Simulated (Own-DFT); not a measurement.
# Computed records: GaP (zincblende, atoms displaced)

A calculation, not a measurement: plane-wave PBE density functional theory by an unreviewed code, no spin, of a simulated periodic cell, stress positive in tension, free energy of the whole cell less one offset for each atom, forces on such cells passed a denser k mesh, this cell's mesh not checked; offsets are fitted by least squares, one for each functional and potential file, so energies compare only between cells with the same atoms and settings and are not formation energies; the far tail of each file's local potential was reset to the Coulomb form; each entry is a single point on an unrelaxed cell, so the pressure reflects the starting lattice, mostly measured values (interpolated for alloys), from which strain is counted, and rises with the displacements; printed positions are rounded, which can move forces by about a meV/angstrom; the program, named Own-DFT, is a retired in-house code; no spin-orbit coupling. Program: Own-DFT development build.

Settings shared by all entries: functional PBE; potential files PseudoDojo norm-conserving, scalar-relativistic, standard set; wave cutoff 42 hartree; occupations Fermi-Dirac; smearing width 0.1 eV; hardware one NVIDIA H200; k mesh 2 x 3 x 3 centred on Gamma.

```json
{"entry": 1, "formula": "GaP", "kind": "zincblende, atoms displaced", "structure": {"cell_angstrom": [[16.3515, 0.0, 0.0], [0.0, 10.901, 0.0], [0.0, 0.0, 10.901]], "atoms_fractional": [["Ga", 0.99823, 0.99494, 0.99598], ["Ga", 0.0039, 0.25067, 0.24839], ["Ga", 0.16336, 0.00758, 0.25028], ["Ga", 0.16848, 0.24863, 0.99627], ["P", 0.07991, 0.12325, 0.12774], ["P", 0.08503, 0.37587, 0.37772], ["P", 0.25245, 0.13124, 0.37171], ["P", 0.24857, 0.37719, 0.12451], ["Ga", 0.9995, 0.99392, 0.5108], ["Ga", 0.99966, 0.24671, 0.75024], ["Ga", 0.1711, 0.00254, 0.7482], ["Ga", 0.1695, 0.24775, 0.50363], ["P", 0.08663, 0.12013, 0.62216], ["P", 0.07879, 0.37511, 0.88063], ["P", 0.24864, 0.13027, 0.87674], ["P", 0.25104, 0.38191, 0.62141], ["Ga", 0.00438, 0.50599, 0.99482], ["Ga", 0.00249, 0.75321, 0.25209], ["Ga", 0.16659, 0.5029, 0.24708], ["Ga", 0.16527, 0.74518, 0.00188], ["P", 0.08385, 0.62411, 0.12371], ["P", 0.08381, 0.87187, 0.37036], ["P", 0.25214, 0.63024, 0.37322], ["P", 0.25263, 0.87075, 0.12455], ["Ga", 0.99634, 0.50053, 0.4971], ["Ga", 0.99329, 0.74861, 0.7481], ["Ga", 0.16421, 0.49672, 0.75823], ["Ga", 0.17178, 0.74213, 0.49662], ["P", 0.09086, 0.62483, 0.62702], ["P", 0.09067, 0.87898, 0.87778], ["P", 0.248, 0.61829, 0.86919], ["P", 0.2491, 0.88147, 0.6192], ["Ga", 0.33418, 0.00308, 0.00393], ["Ga", 0.33417, 0.2514, 0.25418], ["Ga", 0.49803, 0.99741, 0.25184], ["Ga", 0.50071, 0.23433, 0.99757], ["P", 0.41808, 0.12798, 0.12663], ["P", 0.41792, 0.36783, 0.37764], ["P", 0.58951, 0.13116, 0.37255], ["P", 0.58138, 0.37287, 0.11892], ["Ga", 0.33202, 0.00464, 0.49764], ["Ga", 0.33081, 0.24881, 0.75746], ["Ga", 0.49769, 0.00232, 0.75883], ["Ga", 0.49931, 0.24794, 0.50061], ["P", 0.41721, 0.12375, 0.62184], ["P", 0.41424, 0.37811, 0.87509], ["P", 0.58485, 0.12009, 0.87296], ["P", 0.5773, 0.37814, 0.62828], ["Ga", 0.33717, 0.50548, 0.99046], ["Ga", 0.33051, 0.7454, 0.25638], ["Ga", 0.49424, 0.5016, 0.25926], ["Ga", 0.49838, 0.7568, 0.99562], ["P", 0.41667, 0.619, 0.12303], ["P", 0.4215, 0.88452, 0.37186], ["P", 0.58012, 0.62724, 0.36332], ["P", 0.58466, 0.86774, 0.12095], ["Ga", 0.33495, 0.5048, 0.50347], ["Ga", 0.33725, 0.74935, 0.74914], ["Ga", 0.50511, 0.50383, 0.75037], ["Ga", 0.50018, 0.74967, 0.51206], ["P", 0.4137, 0.62933, 0.62312], ["P", 0.41996, 0.87351, 0.87374], ["P", 0.58201, 0.62182, 0.86998], ["P", 0.5895, 0.87408, 0.61751], ["Ga", 0.66858, 0.0039, 0.00172], ["Ga", 0.663, 0.24826, 0.25213], ["Ga", 0.83668, 0.00041, 0.25244], ["Ga", 0.82993, 0.24089, 0.00199], ["P", 0.74937, 0.12706, 0.13566], ["P", 0.75111, 0.36914, 0.37637], ["P", 0.91924, 0.12006, 0.37363], ["P", 0.91582, 0.37891, 0.12216], ["Ga", 0.66303, 0.99628, 0.49796], ["Ga", 0.66964, 0.24756, 0.75451], ["Ga", 0.83218, 0.99628, 0.75038], ["Ga", 0.83724, 0.24209, 0.49895], ["P", 0.75354, 0.12969, 0.62199], ["P", 0.74726, 0.36915, 0.87986], ["P", 0.91593, 0.12476, 0.88223], ["P", 0.92005, 0.3732, 0.62451], ["Ga", 0.66802, 0.49411, 0.99958], ["Ga", 0.6684, 0.74852, 0.24179], ["Ga", 0.83806, 0.50172, 0.25873], ["Ga", 0.83663, 0.75025, 0.99481], ["P", 0.74681, 0.62425, 0.12813], ["P", 0.75164, 0.87351, 0.38021], ["P", 0.91465, 0.63314, 0.38069], ["P", 0.92333, 0.87388, 0.12422], ["Ga", 0.6622, 0.49789, 0.50497], ["Ga", 0.66441, 0.75957, 0.75038], ["Ga", 0.83298, 0.50023, 0.75742], ["Ga", 0.83786, 0.74957, 0.50738], ["P", 0.74976, 0.62292, 0.62425], ["P", 0.75135, 0.88794, 0.87311], ["P", 0.91579, 0.61764, 0.87664], ["P", 0.91407, 0.86578, 0.62603]]}, "results": {"free_energy_of_cell_above_offsets [eV]": "-49.623", "pressure [GPa]": 3.29, "stress_xx [GPa]": -3.27, "stress_yy [GPa]": -3.28, "stress_zz [GPa]": -3.33, "stress_yz [GPa]": 0.13, "stress_xz [GPa]": 0.33, "stress_xy [GPa]": -0.64, "force_element": ["Ga", "Ga", "Ga", "Ga", "P", "P", "P", "P", "Ga", "Ga", "Ga", "Ga", "P", "P", "P", "P", "Ga", "Ga", "Ga", "Ga", "P", "P", "P", "P", "Ga", "Ga", "Ga", "Ga", "P", "P", "P", "P", "Ga", "Ga", "Ga", "Ga", "P", "P", "P", "P", "Ga", "Ga", "Ga", "Ga", "P", "P", "P", "P", "Ga", "Ga", "Ga", "Ga", "P", "P", "P", "P", "Ga", "Ga", "Ga", "Ga", "P", "P", "P", "P", "Ga", "Ga", "Ga", "Ga", "P", "P", "P", "P", "Ga", "Ga", "Ga", "Ga", "P", "P", "P", "P", "Ga", "Ga", "Ga", "Ga", "P", "P", "P", "P", "Ga", "Ga", "Ga", "Ga", "P", "P", "P", "P"], "force_x [eV/angstrom]": [0.876, -0.663, 0.744, -0.917, 0.436, -0.068, -0.681, 0.723, 0.138, 0.172, -0.245, -0.021, -0.415, 0.805, 0.433, -0.318, -0.802, -0.283, 0.104, 0.801, -0.342, 0.547, -0.243, -0.568, 0.973, 1.792, -0.08, -0.826, -1.497, -1.141, 0.575, 0.614, -0.067, -0.149, 1.52, -0.011, -0.402, -0.496, -1.789, -0.409, 0.368, 0.574, 0.535, 0.592, -0.276, 1.234, 0.267, 1.015, -0.907, 1.606, 0.475, 0.488, -0.115, -1.335, 0.472, -0.151, -0.113, -1.253, -1.771, 0.225, 0.901, -1.281, 0.873, -1.647, -0.103, 0.808, -0.32, 0.168, 0.055, -0.117, 0.654, 0.331, 1.33, -0.559, 0.681, 0.118, -0.775, 0.878, 0.073, -0.753, -0.507, -0.141, -0.823, -0.674, 1.4, 0.036, 0.901, -1.272, 0.295, 0.821, -0.503, -1.818, -0.04, -0.453, 0.287, 0.425], "force_y [eV/angstrom]": [0.385, 0.552, -0.73, 0.476, 0.159, 0.075, -0.67, -0.019, -0.129, -0.068, -0.129, 0.591, 0.418, -0.763, -1.096, -0.759, -0.479, -0.706, -0.39, 0.292, 0.267, 0.445, -1.717, 0.47, 0.258, -0.418, -0.558, 1.189, -0.055, -0.483, 1.28, -0.857, -0.312, 0.515, 0.886, 1.694, -0.555, 0.916, -1.34, -0.145, -0.208, 0.729, -0.275, -0.136, 0.095, -0.831, 0.198, -1.073, -0.394, 1.117, -0.732, -1.532, 1.077, -1.724, 0.172, 1.272, -0.492, 0.505, -0.297, 0.28, -0.601, 0.527, 1.158, 0.338, -0.188, 1.533, -0.657, 0.861, -0.618, 0.537, 0.228, -0.24, 1.073, 0.208, 1.136, 0.847, -1.032, 0.253, -0.375, 0.045, 0.604, 0.454, -0.263, 0.211, -0.505, -0.198, -0.433, -0.226, 0.126, -0.91, -0.864, -0.453, 0.27, -1.665, 0.924, 1.656], "force_z [eV/angstrom]": [0.19, 0.246, -0.071, 1.176, -1.183, -0.153, 0.336, -0.296, -1.144, 0.0, 0.195, -0.408, 0.682, -0.746, -0.092, 0.946, 1.067, -0.282, 0.402, -0.284, 0.434, 1.276, 0.3, 0.228, 0.391, 0.6, -0.885, 0.415, -0.109, -0.645, 0.585, 0.346, -0.177, -0.991, -0.959, -0.174, 0.311, 0.327, 0.864, 0.731, -0.32, -1.215, -1.627, 0.089, 0.945, -0.373, 0.052, -0.233, 0.939, -1.167, -1.193, 0.622, 0.218, 1.368, 1.657, 0.112, -0.895, 0.029, -0.133, -1.739, 0.569, 0.118, 1.018, 1.338, 0.635, -0.886, -0.179, 0.554, -0.567, 0.271, 0.454, 0.092, -0.465, -0.897, -0.624, -0.315, 0.451, -0.283, -1.098, 0.289, 0.279, 1.087, -0.515, 0.725, -0.886, -0.613, -0.709, 0.044, -0.968, 0.247, -0.966, -0.664, 0.639, 0.708, -0.176, 0.708], "wall_time [s]": 933.7}}
{"entry": 2, "formula": "GaP", "kind": "zincblende, atoms displaced", "structure": {"cell_angstrom": [[16.3515, 0.0, 0.0], [0.0, 10.901, 0.0], [0.0, 0.0, 10.901]], "atoms_fractional": [["Ga", 0.99941, 0.98955, 0.00409], ["Ga", 0.00279, 0.25721, 0.25081], ["Ga", 0.16733, 0.99767, 0.25242], ["Ga", 0.1663, 0.25055, 0.99997], ["P", 0.08484, 0.12586, 0.12481], ["P", 0.09033, 0.37367, 0.37354], ["P", 0.24853, 0.12172, 0.37912], ["P", 0.24812, 0.37852, 0.12638], ["Ga", 0.0027, 0.99169, 0.50256], ["Ga", 0.99972, 0.25443, 0.74773], ["Ga", 0.16082, 0.99392, 0.7506], ["Ga", 0.17384, 0.24297, 0.49108], ["P", 0.08692, 0.12393, 0.62921], ["P", 0.08642, 0.37601, 0.87762], ["P", 0.24889, 0.13175, 0.87558], ["P", 0.25282, 0.37983, 0.62618], ["Ga", 0.99769, 0.49563, 0.99707], ["Ga", 0.00116, 0.75896, 0.24721], ["Ga", 0.16984, 0.50161, 0.24383], ["Ga", 0.16615, 0.75121, 0.99944], ["P", 0.08608, 0.6203, 0.12858], ["P", 0.08328, 0.8651, 0.38252], ["P", 0.2522, 0.63363, 0.37581], ["P", 0.24807, 0.87475, 0.13228], ["Ga", 0.00075, 0.50438, 0.50164], ["Ga", 0.99947, 0.74563, 0.75631], ["Ga", 0.16414, 0.5046, 0.74902], ["Ga", 0.1588, 0.74805, 0.50292], ["P", 0.08625, 0.61804, 0.63056], ["P", 0.08256, 0.87508, 0.86924], ["P", 0.25203, 0.62457, 0.87768], ["P", 0.24982, 0.87397, 0.61815], ["Ga", 0.33276, 0.00746, 0.00362], ["Ga", 0.33231, 0.2497, 0.24743], ["Ga", 0.49929, 0.99749, 0.25337], ["Ga", 0.5048, 0.25263, 0.99273], ["P", 0.41602, 0.136, 0.12426], ["P", 0.41747, 0.38314, 0.3722], ["P", 0.58066, 0.11892, 0.37548], ["P", 0.58233, 0.37629, 0.1245], ["Ga", 0.33072, 0.00234, 0.50233], ["Ga", 0.32497, 0.24993, 0.74783], ["Ga", 0.50318, 0.00359, 0.74667], ["Ga", 0.4985, 0.25678, 0.51111], ["P", 0.41428, 0.12177, 0.62574], ["P", 0.41753, 0.37983, 0.86742], ["P", 0.58754, 0.124, 0.87274], ["P", 0.58216, 0.37974, 0.6194], ["Ga", 0.33462, 0.49623, 0.99451], ["Ga", 0.33062, 0.75333, 0.24933], ["Ga", 0.49562, 0.4958, 0.24661], ["Ga", 0.49418, 0.75182, 0.00187], ["P", 0.41816, 0.61861, 0.12907], ["P", 0.41252, 0.87901, 0.37467], ["P", 0.58175, 0.62968, 0.37242], ["P", 0.5782, 0.86568, 0.1312], ["Ga", 0.33205, 0.49422, 0.5016], ["Ga", 0.33202, 0.74093, 0.74589], ["Ga", 0.50231, 0.5018, 0.75576], ["Ga", 0.49943, 0.74709, 0.50365], ["P", 0.41896, 0.62742, 0.63375], ["P", 0.41533, 0.8723, 0.87344], ["P", 0.58558, 0.63037, 0.87715], ["P", 0.5835, 0.86861, 0.62984], ["Ga", 0.66741, 0.0025, 0.00754], ["Ga", 0.66835, 0.2442, 0.24314], ["Ga", 0.83496, 0.00183, 0.24703], ["Ga", 0.83409, 0.25462, 0.99278], ["P", 0.75015, 0.13184, 0.12498], ["P", 0.74906, 0.37681, 0.37979], ["P", 0.91786, 0.12325, 0.37075], ["P", 0.91522, 0.37334, 0.12225], ["Ga", 0.67141, 0.99383, 0.49683], ["Ga", 0.66861, 0.24704, 0.74919], ["Ga", 0.82786, 0.00512, 0.74971], ["Ga", 0.83474, 0.25268, 0.49386], ["P", 0.74962, 0.12655, 0.63322], ["P", 0.75152, 0.3698, 0.87295], ["P", 0.91922, 0.12926, 0.87875], ["P", 0.91932, 0.37252, 0.63013], ["Ga", 0.66793, 0.49479, 0.0005], ["Ga", 0.66762, 0.75691, 0.252], ["Ga", 0.83458, 0.50267, 0.24836], ["Ga", 0.83338, 0.75139, 0.00335], ["P", 0.74852, 0.62608, 0.12449], ["P", 0.75536, 0.88341, 0.37594], ["P", 0.91716, 0.61737, 0.36998], ["P", 0.91863, 0.87903, 0.12263], ["Ga", 0.66904, 0.49189, 0.49742], ["Ga", 0.66881, 0.75202, 0.75147], ["Ga", 0.83589, 0.50851, 0.74595], ["Ga", 0.82665, 0.74982, 0.49975], ["P", 0.75111, 0.62251, 0.62859], ["P", 0.74755, 0.87797, 0.87858], ["P", 0.91572, 0.61886, 0.8662], ["P", 0.91323, 0.87538, 0.62916]]}, "results": {"free_energy_of_cell_above_offsets [eV]": "-50.131", "pressure [GPa]": 3.24, "stress_xx [GPa]": -3.3, "stress_yy [GPa]": -3.15, "stress_zz [GPa]": -3.27, "stress_yz [GPa]": 0.36, "stress_xz [GPa]": 0.11, "stress_xy [GPa]": 0.52, "force_element": ["Ga", "Ga", "Ga", "Ga", "P", "P", "P", "P", "Ga", "Ga", "Ga", "Ga", "P", "P", "P", "P", "Ga", "Ga", "Ga", "Ga", "P", "P", "P", "P", "Ga", "Ga", "Ga", "Ga", "P", "P", "P", "P", "Ga", "Ga", "Ga", "Ga", "P", "P", "P", "P", "Ga", "Ga", "Ga", "Ga", "P", "P", "P", "P", "Ga", "Ga", "Ga", "Ga", "P", "P", "P", "P", "Ga", "Ga", "Ga", "Ga", "P", "P", "P", "P", "Ga", "Ga", "Ga", "Ga", "P", "P", "P", "P", "Ga", "Ga", "Ga", "Ga", "P", "P", "P", "P", "Ga", "Ga", "Ga", "Ga", "P", "P", "P", "P", "Ga", "Ga", "Ga", "Ga", "P", "P", "P", "P"], "force_x [eV/angstrom]": [0.857, -0.125, -0.631, 0.161, -0.343, -0.528, 1.2, 0.697, -0.494, 0.849, 1.659, -1.206, -0.577, -0.493, -0.51, -1.346, 0.376, -0.052, 0.223, 0.049, -1.108, -0.391, -0.74, 0.142, 0.223, -0.078, 1.26, 1.647, -1.314, -0.332, -0.596, -0.577, 0.08, -0.215, -0.488, -0.633, 0.817, -0.563, 0.624, 0.338, 0.416, 1.454, -0.388, -0.426, 0.029, -0.235, -0.394, 0.58, 0.108, 0.898, 1.349, 0.362, -1.148, 0.372, 0.431, 0.49, 0.659, -0.288, 0.453, -0.299, -0.049, -0.341, -0.082, 0.344, -0.637, -1.065, 0.019, 0.211, 0.957, 0.553, 0.544, 0.047, -1.107, -0.7, 1.124, 0.145, 0.051, -0.223, -0.045, -0.677, -0.133, 0.153, -0.57, 0.003, 0.208, -0.3, 0.175, -0.917, -0.812, -0.06, -0.552, 1.275, -0.891, 0.519, 0.385, 0.162], "force_y [eV/angstrom]": [1.728, -0.504, 0.142, 0.12, -0.508, 0.526, -0.436, -0.668, 0.782, -0.717, 0.646, 1.239, 0.445, -0.027, -1.232, -0.519, 0.395, -1.33, 0.337, -0.156, 0.896, 1.372, -1.045, 0.346, -0.945, 0.264, -0.962, -0.696, 1.263, -0.73, 0.067, -0.336, -0.464, 0.509, 0.273, 0.096, -0.911, -1.496, 0.871, -0.318, -0.337, 0.07, -0.534, -0.838, 0.685, -1.197, -0.065, -0.207, 0.144, -0.403, 0.575, -0.596, 0.896, -0.442, -0.811, 1.294, 1.486, 1.163, 0.502, 0.396, -0.998, 0.795, -0.466, 0.682, -0.536, 0.777, 0.545, -0.581, -0.853, -0.697, 0.194, 0.189, 0.84, 0.837, -0.398, -0.497, 0.102, 1.26, -0.845, 0.755, 0.427, -0.458, -0.561, -0.308, 0.033, -0.949, 1.549, -0.91, 1.616, -0.329, -1.741, -0.383, 0.246, -0.04, 0.981, -0.376], "force_z [eV/angstrom]": [-0.982, -0.119, 0.32, 0.335, 0.177, 0.353, -1.44, -0.738, 0.298, 0.747, -0.396, 1.697, -0.896, -0.502, 0.064, -0.292, 0.243, 0.199, 1.348, 0.164, -0.929, -1.156, 0.443, -1.281, -0.194, -0.998, 1.044, 0.375, -0.67, 1.282, -0.241, 1.031, -0.219, 0.635, -0.429, 0.013, -0.184, 0.765, 0.487, 0.143, -0.26, 0.078, 0.45, -1.355, 0.297, 0.363, 0.308, 1.443, 0.717, 0.08, 0.317, -0.143, -0.813, 0.409, 0.208, -0.663, -0.299, 0.371, -0.434, -0.357, -1.165, -0.092, 0.38, -0.846, 0.097, 1.379, -0.198, 0.596, -0.612, -1.579, 0.456, 0.343, 0.994, -0.107, 0.941, 0.817, -2.043, -0.484, -0.391, -1.188, -0.339, 0.3, -0.237, -0.648, 0.283, -0.79, 0.597, 0.62, 0.261, 0.222, -0.123, 0.042, -0.696, 0.15, 1.974, -0.129], "wall_time [s]": 924.0}}
{"entry": 3, "formula": "GaP", "kind": "zincblende, atoms displaced", "structure": {"cell_angstrom": [[16.3515, 0.0, 0.0], [0.0, 10.901, 0.0], [0.0, 0.0, 10.901]], "atoms_fractional": [["Ga", 0.99853, 0.99799, 0.99582], ["Ga", 0.00232, 0.2488, 0.25305], ["Ga", 0.16597, 0.99628, 0.25004], ["Ga", 0.16872, 0.2432, 0.004], ["P", 0.08252, 0.12868, 0.11947], ["P", 0.08452, 0.37684, 0.36503], ["P", 0.25521, 0.12503, 0.37767], ["P", 0.2525, 0.38141, 0.13123], ["Ga", 0.99716, 0.00191, 0.50159], ["Ga", 0.99522, 0.24471, 0.74778], ["Ga", 0.16876, 0.99706, 0.75885], ["Ga", 0.16956, 0.25146, 0.50071], ["P", 0.08576, 0.13172, 0.63104], ["P", 0.08302, 0.37691, 0.87191], ["P", 0.25203, 0.12084, 0.87195], ["P", 0.25168, 0.38192, 0.62303], ["Ga", 0.99891, 0.50217, 0.00356], ["Ga", 0.00108, 0.75267, 0.24154], ["Ga", 0.16496, 0.50371, 0.24256], ["Ga", 0.16344, 0.75458, 0.99982], ["P", 0.08474, 0.62334, 0.12833], ["P", 0.08658, 0.87223, 0.37563], ["P", 0.2504, 0.62956, 0.37628], ["P", 0.25512, 0.87715, 0.12569], ["Ga", 0.00412, 0.50352, 0.50587], ["Ga", 0.00629, 0.74733, 0.74659], ["Ga", 0.16581, 0.49649, 0.74789], ["Ga", 0.17206, 0.74445, 0.50167], ["P", 0.08357, 0.61996, 0.62441], ["P", 0.08637, 0.87251, 0.87554], ["P", 0.25333, 0.62282, 0.86808], ["P", 0.249, 0.87441, 0.62363], ["Ga", 0.33467, 0.99528, 0.99775], ["Ga", 0.33662, 0.24911, 0.2538], ["Ga", 0.50017, 0.98973, 0.25589], ["Ga", 0.50048, 0.25146, 0.00329], ["P", 0.41709, 0.11816, 0.12159], ["P", 0.42287, 0.38607, 0.37597], ["P", 0.58641, 0.13083, 0.36671], ["P", 0.5818, 0.37632, 0.12459], ["Ga", 0.33221, 0.00065, 0.50127], ["Ga", 0.33402, 0.24495, 0.74514], ["Ga", 0.50361, 0.0052, 0.74649], ["Ga", 0.50209, 0.24852, 0.50469], ["P", 0.41533, 0.12378, 0.62723], ["P", 0.42179, 0.36944, 0.87501], ["P", 0.58069, 0.1262, 0.87503], ["P", 0.58229, 0.36586, 0.62271], ["Ga", 0.33526, 0.49431, 0.00238], ["Ga", 0.32659, 0.75901, 0.25065], ["Ga", 0.49553, 0.50033, 0.25097], ["Ga", 0.50034, 0.74445, 0.99868], ["P", 0.41578, 0.62412, 0.12453], ["P", 0.41444, 0.87294, 0.37839], ["P", 0.58677, 0.62519, 0.3674], ["P", 0.58587, 0.88036, 0.13124], ["Ga", 0.33146, 0.49803, 0.50703], ["Ga", 0.33291, 0.75264, 0.75345], ["Ga", 0.50151, 0.48731, 0.75041], ["Ga", 0.50274, 0.75593, 0.50244], ["P", 0.42006, 0.6294, 0.62676], ["P", 0.42038, 0.86831, 0.88282], ["P", 0.58186, 0.61124, 0.87161], ["P", 0.58256, 0.87702, 0.62087], ["Ga", 0.66968, 0.99928, 0.00083], ["Ga", 0.66067, 0.25027, 0.26143], ["Ga", 0.8385, 0.98726, 0.25582], ["Ga", 0.8335, 0.25212, 0.00312], ["P", 0.74925, 0.12632, 0.12452], ["P", 0.74922, 0.37892, 0.38101], ["P", 0.92139, 0.11541, 0.36519], ["P", 0.91653, 0.37501, 0.12818], ["Ga", 0.66837, 0.00812, 0.5002], ["Ga", 0.6691, 0.24979, 0.75312], ["Ga", 0.8346, 0.00025, 0.7501], ["Ga", 0.83737, 0.24956, 0.49507], ["P", 0.74649, 0.12338, 0.63643], ["P", 0.75721, 0.37502, 0.87708], ["P", 0.91314, 0.12745, 0.86444], ["P", 0.91825, 0.37596, 0.62665], ["Ga", 0.66851, 0.48825, 0.99901], ["Ga", 0.66313, 0.74625, 0.24697], ["Ga", 0.83691, 0.50085, 0.25], ["Ga", 0.83203, 0.74318, 0.00401], ["P", 0.7476, 0.62662, 0.12767], ["P", 0.7458, 0.87255, 0.38146], ["P", 0.9139, 0.63224, 0.37934], ["P", 0.91562, 0.87674, 0.12583], ["Ga", 0.66099, 0.49824, 0.50611], ["Ga", 0.66221, 0.75333, 0.74976], ["Ga", 0.83077, 0.49872, 0.75959], ["Ga", 0.83667, 0.75472, 0.49707], ["P", 0.74674, 0.62674, 0.62459], ["P", 0.74831, 0.86866, 0.87815], ["P", 0.9228, 0.62659, 0.87712], ["P", 0.91439, 0.86937, 0.629]]}, "results": {"free_energy_of_cell_above_offsets [eV]": "-50.084", "pressure [GPa]": 3.22, "stress_xx [GPa]": -3.19, "stress_yy [GPa]": -3.25, "stress_zz [GPa]": -3.23, "stress_yz [GPa]": 0.38, "stress_xz [GPa]": 0.44, "stress_xy [GPa]": -0.44, "force_element": ["Ga", "Ga", "Ga", "Ga", "P", "P", "P", "P", "Ga", "Ga", "Ga", "Ga", "P", "P", "P", "P", "Ga", "Ga", "Ga", "Ga", "P", "P", "P", "P", "Ga", "Ga", "Ga", "Ga", "P", "P", "P", "P", "Ga", "Ga", "Ga", "Ga", "P", "P", "P", "P", "Ga", "Ga", "Ga", "Ga", "P", "P", "P", "P", "Ga", "Ga", "Ga", "Ga", "P", "P", "P", "P", "Ga", "Ga", "Ga", "Ga", "P", "P", "P", "P", "Ga", "Ga", "Ga", "Ga", "P", "P", "P", "P", "Ga", "Ga", "Ga", "Ga", "P", "P", "P", "P", "Ga", "Ga", "Ga", "Ga", "P", "P", "P", "P", "Ga", "Ga", "Ga", "Ga", "P", "P", "P", "P"], "force_x [eV/angstrom]": [-0.17, -0.187, 0.271, 0.385, -0.151, 0.141, -0.998, -0.171, 0.969, 0.928, -0.228, -0.167, -0.061, -0.171, 0.219, -0.491, 0.535, -0.048, 0.834, 1.324, -0.531, -0.54, 0.172, -1.692, -0.997, -0.564, 0.228, -0.979, 1.023, -0.921, -0.798, 0.2, 0.324, 0.491, -0.274, 0.016, 0.194, -1.334, -2.015, 0.117, 0.3, -0.144, -0.592, -0.659, 0.4, -1.394, 0.872, 0.683, 0.155, 1.379, 1.178, 0.849, -0.43, 0.094, -1.148, -0.318, 1.247, 0.601, -0.35, -0.292, -0.2, -0.217, 0.582, 0.458, -0.358, 2.108, -1.71, 0.241, 0.354, 0.093, -0.547, 0.413, -0.312, -0.464, -0.861, -0.332, 1.147, -1.346, 0.287, -0.417, -0.033, 0.712, -0.815, 0.274, 0.314, 0.467, 1.34, 0.352, 0.552, 0.157, 0.893, -1.303, 0.484, 0.405, -0.852, 0.819], "force_y [eV/angstrom]": [0.484, 0.071, 0.644, 1.233, -0.985, 0.102, 0.107, -1.208, -0.449, 1.029, 0.211, 0.156, -0.984, -0.78, 0.403, -1.379, -0.502, -0.13, -0.06, -1.023, 0.733, -0.023, -1.134, 0.368, -0.699, 0.182, 0.342, 0.409, 0.812, 0.383, -0.155, 0.22, 0.292, 0.344, 0.998, -0.639, 0.467, -1.747, -2.015, -0.239, -0.275, 0.879, -0.778, -0.422, -0.232, -0.135, 0.041, 0.534, 0.431, -1.277, 0.954, -0.329, 0.511, 0.049, -0.401, -0.843, 1.32, 0.045, 0.794, -1.048, -0.613, 0.959, 0.915, 0.735, 0.268, 1.683, 0.696, -0.649, -0.076, -0.286, 0.972, -0.2, -0.131, 0.355, -0.853, -0.329, 0.119, -0.695, -0.387, 0.199, 0.929, 0.767, 0.298, 0.319, -0.956, 0.144, -0.84, -0.637, 0.4, -0.69, 1.158, -0.289, -0.055, 0.372, 0.119, 0.626], "force_z [eV/angstrom]": [-0.185, -0.67, -0.089, -0.68, 0.641, 1.353, -0.383, -0.464, 0.462, -0.001, -1.136, -0.365, -0.485, 0.682, 0.613, 0.662, -0.133, 1.09, 1.096, 0.378, -1.037, 0.355, -0.436, -0.757, -1.243, 0.254, 0.415, 0.088, 0.124, -0.189, 1.033, 0.58, -0.181, -0.212, -0.232, 0.143, 0.7, 1.137, 2.111, 0.624, 0.197, 0.592, 0.466, -1.111, -0.697, 0.009, 0.403, 0.857, -0.709, 0.33, -0.873, 0.652, 0.381, 0.111, 1.162, -1.032, -1.021, -0.408, -0.651, -0.755, 0.145, -1.286, 0.402, 0.32, -0.162, -2.076, -0.199, 0.158, 0.869, -0.438, 0.975, -0.112, -0.008, 0.53, 0.105, 0.357, -1.38, 0.225, 1.767, -0.255, 0.125, 0.129, 0.48, -0.353, -0.26, -0.63, -0.817, -0.995, -0.417, 0.124, -1.369, 0.641, 0.319, -0.256, -0.205, -0.014], "wall_time [s]": 944.8}}
```
